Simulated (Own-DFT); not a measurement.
# Biaxial strain at fixed height in diamond-structure SiGeSn with randomly placed atoms, 64 atoms (Ge44Si16Sn4)

Calculated, not measured: single-point runs of Own-DFT, a retired in-house plane-wave DFT program that no person has reviewed, on unrelaxed cells, without spin or spin-orbit coupling.

Method: PBE; PseudoDojo norm-conserving scalar-relativistic files; cutoff 49 hartree; 3 x 3 x 3 k mesh centred on Gamma; Fermi-Dirac smearing of 0.1 eV.

Keep in mind: forces on such cells moved up to 12 meV/angstrom on a denser k mesh; stress not checked against mesh or cutoff.

Unstrained cell vectors in Å: (11.306, 0.000, 0.000); (0.000, 11.306, 0.000); (0.000, 0.000, 11.306). The unstrained cell has measured lattice constants (interpolated for alloys), not those of this functional. That, the random moves and any unrelaxed bonds set the pressure at no strain. Each run strains x and y alike by e, as a substrate would, and holds the height along z. All atoms carry random offsets, Gaussian with a width of 0.05 Å per axis. The random placing of the alloy's atoms differs from row to row. Stress is positive in tension.

| e (%) | u (Å) | (s_xx + s_yy)/2 (GPa) | s_zz (GPa) |
|---|---|---|---|
| -3.00 | 0.049 | -10.92 | -8.83 |
| -2.75 | 0.051 | -10.18 | -8.18 |
| -2.50 | 0.046 | -9.48 | -7.37 |
| -2.25 | 0.049 | -8.90 | -7.07 |
| -1.75 | 0.049 | -7.70 | -6.49 |
| -1.00 | 0.049 | -6.29 | -5.44 |
| -0.75 | 0.047 | ? | ? |
| -0.25 | 0.051 | -4.91 | -4.80 |
| 0.50 | 0.049 | -3.52 | -3.96 |
| 3.00 | 0.049 | 0.62 | -1.26 |

## What the rows give

With e as a fraction, the in-plane stress is -4.3 + 188 e - 822 e² GPa (errors 2 and 133, scatter 0.14), and s_zz is -4.3 + 118 e - 631 e² GPa (slope ± 5, scatter 0.27). At e = 0 the first slope is C11 + C12 and the second 2 C12, both with the ions held to the strained lattice and at the cell's own pressure. The term in e² is negative: the layer stiffens under compression and softens under tension. A free layer would change its height as e changes, and the in-plane slope would drop by 2 C12²/C11 to the biaxial modulus. At fixed height, a misfit of 1 % moves the in-plane stress by about 1.9 GPa and s_zz by 1.2 GPa.

## Check

Asked: what are the two stresses at e = -0.75 %?

The fit gives -5.8 and -5.3 GPa. Computed: -5.64 and -5.08 GPa.
